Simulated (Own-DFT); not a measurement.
# How strain changes the stress of wurtzite GaN, 72 atoms (Ga36N36)

All numbers below are calculated, not measured. The program, named Own-DFT, is a retired in-house plane-wave density functional code that no person has reviewed. Each row is one single-point run on a periodic cell that was not relaxed, without spin or spin-orbit coupling.

Settings of every run: PBE; PseudoDojo norm-conserving scalar-relativistic files (stringent for Ga); cutoff 96 hartree; 4 x 4 x 3 k mesh centred on Gamma; Gaussian smearing of 0.01 eV.

Known limits: forces not confirmed at this smearing and k mesh; stress not checked against mesh or cutoff.

Unstrained cell vectors in Å: (9.567, 0.000, 0.000); (-4.784, 8.285, 0.000); (0.000, 0.000, 10.370). The unstrained cell has measured lattice constants (interpolated for alloys), not those of this functional. That, the random moves and any unrelaxed bonds set the pressure at no strain. Each run strains this cell uniformly, with the atoms carried along. Every atom was also moved at random, by a Gaussian of width 0.05 Å on each axis. Strain is the symmetric tensor, in per cent. Stress is positive in tension, and the pressure is minus a third of its trace.

```
run  e_xx (%)  e_yy (%)  e_zz (%)  e_yz (%)  e_xz (%)  e_xy (%)  s_xx (GPa)  s_yy (GPa)  s_zz (GPa)  s_yz (GPa)  s_xz (GPa)  s_xy (GPa)  P (GPa)  E (meV/atom)
  1     -1.35     -1.34     -0.16      1.11      0.70      1.07      -15.67      -14.73       -9.91        2.69        1.50        4.29    13.44          28.4
  2     -0.14     -1.14     -0.05     -1.40      0.33     -1.50       -9.91      -12.01       -7.57       -2.82        0.75       -4.39     9.83          14.2
  3      0.75      1.71     -0.47      1.51      1.21      0.37       -1.90       -0.30       -7.72        2.99        1.81        0.82     3.31           6.7
  4      1.63      0.32     -1.66      0.72     -1.51      1.60       -1.30       -5.47      -13.90        1.87       -3.29        4.59     6.89          17.7
  5     -0.94      1.87      1.89      1.07      0.58      1.24       -9.30        0.99        1.80        1.58        0.25        4.16     2.17           6.8
  6      0.86     -1.54     -1.96     -0.62     -0.12     -1.07       -6.32      -14.50      -18.41       -1.35       -0.87       -2.63    13.08          32.8
  7      0.98      1.26      1.84     -1.37      1.02      1.22       -2.47        0.88        2.06       -3.04        2.47        4.02    -0.16           0.0
  8      0.59     -1.17     -0.71     -0.92      1.52      0.80       -6.15      -12.29      -11.59       -1.73        2.51        2.54    10.01          22.5
  9      0.91      0.53     -1.04     -1.32      0.07     -0.52       -4.27       -4.35      -11.94       -2.47        0.27       -0.27     6.85          24.7
 10     -0.31     -0.75     -0.12      1.38     -0.97     -0.45      -10.49       -9.80       -7.78        2.64       -1.80       -2.86     9.36          12.0
 11     -1.84     -0.31     -0.24     -0.03     -0.66      1.60      -15.78       -9.18      -11.42        0.13       -1.44        5.86    12.13          21.0
 12      1.17      1.64     -1.84      1.27      1.58      1.15       -2.54       -0.43      -13.42        2.71        3.89        3.10     5.46          14.8
 13      0.64      0.36     -1.32      1.28     -1.92     -0.75       -5.57       -4.35      -13.86        1.77       -3.83       -3.31     7.93          19.7
 14     -1.42      1.69     -1.36      1.67     -0.71      1.49      -12.60       -2.60      -13.76        3.73       -2.04        4.72     9.66          23.4
 15      0.22      1.52     -1.73      1.50      0.97     -0.60       -5.84       -1.83      -13.41        3.39        1.72       -1.55     7.03           8.6
 16      0.06     -0.73      0.72     -1.83      0.52      1.24       -8.73       -8.33       -4.08       -3.97        1.99        3.25     7.05          13.3
 17      0.79     -1.53      1.99     -0.54      1.42     -0.25           ?           ?           ?           ?           ?           ?        ?             ?
```

E is the free energy for each atom above the lowest run shown.

## Worked fit

Each stress component was fitted by least squares to a constant and the strains of the runs shown, as fractions, with shears doubled. Shear strains stay in the fit of a normal stress only where such slopes are resolved. The slopes, in GPa:

```
stress,at no strain,per e_xx,per e_yy,per e_zz,scatter
s_xx,-8.0,419 ± 15,109 ± 12,25 ± 13,0.57
s_yy,-6.8,97 ± 20,411 ± 16,82 ± 17,0.75
s_zz,-7.5,72 ± 23,76 ± 18,469 ± 20,0.86
```

Each shear stress against twice its own strain: yz 98 ± 5, xz 100 ± 8, xy 154 ± 10 GPa. These are stiffnesses along x, y and z of the frame in which the cell vectors are given, which need not be the crystal's axes. The atoms are held to the strained lattice; where symmetry lets them move under strain, relaxing them would lower some slopes. The table should be nearly symmetric about its diagonal, and what it lacks of that shows the noise. A ninth of its sum, 196 ± 4 GPa, estimates the bulk modulus near the mean pressure of these runs, 7.8 GPa, so it lies above the value at zero pressure.

## Withheld run

Question: what normal stresses and pressure should run 17 give?

The fit gives s_xx = -5.9, s_yy = -10.7, s_zz = 1.2 and P = 5.1 GPa. The calculation gave -4.62, -11.92, 1.17 and P = 5.12 GPa.
